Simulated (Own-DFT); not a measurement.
# What a defect does to the pressure of its cell: zincblende GaAs

The numbers are computed, not measured, by runs of the plane-wave DFT program Own-DFT (in-house, retired, unreviewed) at fixed positions, with no spin and no spin-orbit coupling.

Settings: PBE; PseudoDojo norm-conserving scalar-relativistic files; cutoff 42 hartree; 3 x 3 x 3 k mesh centred on Gamma; Fermi-Dirac smearing of 0.1 eV.

Known weak points (not all hold for every row): not probed for a lower state with spin; forces not confirmed at this smearing and k mesh; stress not checked against mesh or cutoff.

All runs share one cell, with vectors in Å (10.862, 0.000, 0.000); (0.000, 10.862, 0.000); (0.000, 0.000, 11.796) and a volume of 1391.7 Å³, strained against the parent crystal. The atoms are randomly displaced, by u rms on each axis. The defect's site can differ from row to row.

```
cell,formula,u (Å),P (GPa)
no defect,As32Ga32,0.0309,6.67
no defect,As32Ga32,0.0502,6.98
no defect,As32Ga32,0.0509,7.04
one P on an As site,As31Ga32P,0.0293,6.36
one P on an As site,As31Ga32P,0.0309,?
one P on an As site,As31Ga32P,0.0467,6.65
one P on an As site,As31Ga32P,0.0496,6.73
one Al on a Ga site,AlAs32Ga31,0.0289,6.64
one Al on a Ga site,AlAs32Ga31,0.0471,6.95
one Al on a Ga site,AlAs32Ga31,0.0504,7.02
one In on a Ga site,As32Ga31In,0.0259,7.36
one In on a Ga site,As32Ga31In,0.0279,7.38
one In on a Ga site,As32Ga31In,0.0298,7.40
one As vacancy and one Ga vacancy,As31Ga31,0.0308,5.93
one As vacancy and one Ga vacancy,As31Ga31,0.0488,6.17
one As vacancy and one Ga vacancy,As31Ga31,0.0530,6.29
```

## Worked fit

P = P0 + c u² + a shift for each defect gives P0 = 6.47 GPa, c = 211 ± 8 GPa/Å² and a scatter of 0.02 GPa. The shifts, and each times the cell's volume:

- one In on a Ga site: 0.75 ± 0.02 GPa, 6.5 eV
- one Al on a Ga site: 0.01 ± 0.02 GPa, 0.1 eV (not resolved)
- one P on an As site: -0.28 ± 0.02 GPa, -2.4 eV
- one As vacancy and one Ga vacancy: -0.77 ± 0.02 GPa, -6.7 eV

Against the defect-free cell, a freed cell would be larger where the shift is positive and smaller where it is negative (160.2 GPa Å³ is 1 eV). The atoms around the defects weren't relaxed, which would change these numbers.

## Prediction

Asked: what pressure belongs in the blank (one P on an As site, u = 0.0309 Å)?

The fitted form gives 6.39 ± 0.02 GPa. DFT gave 6.36 GPa.
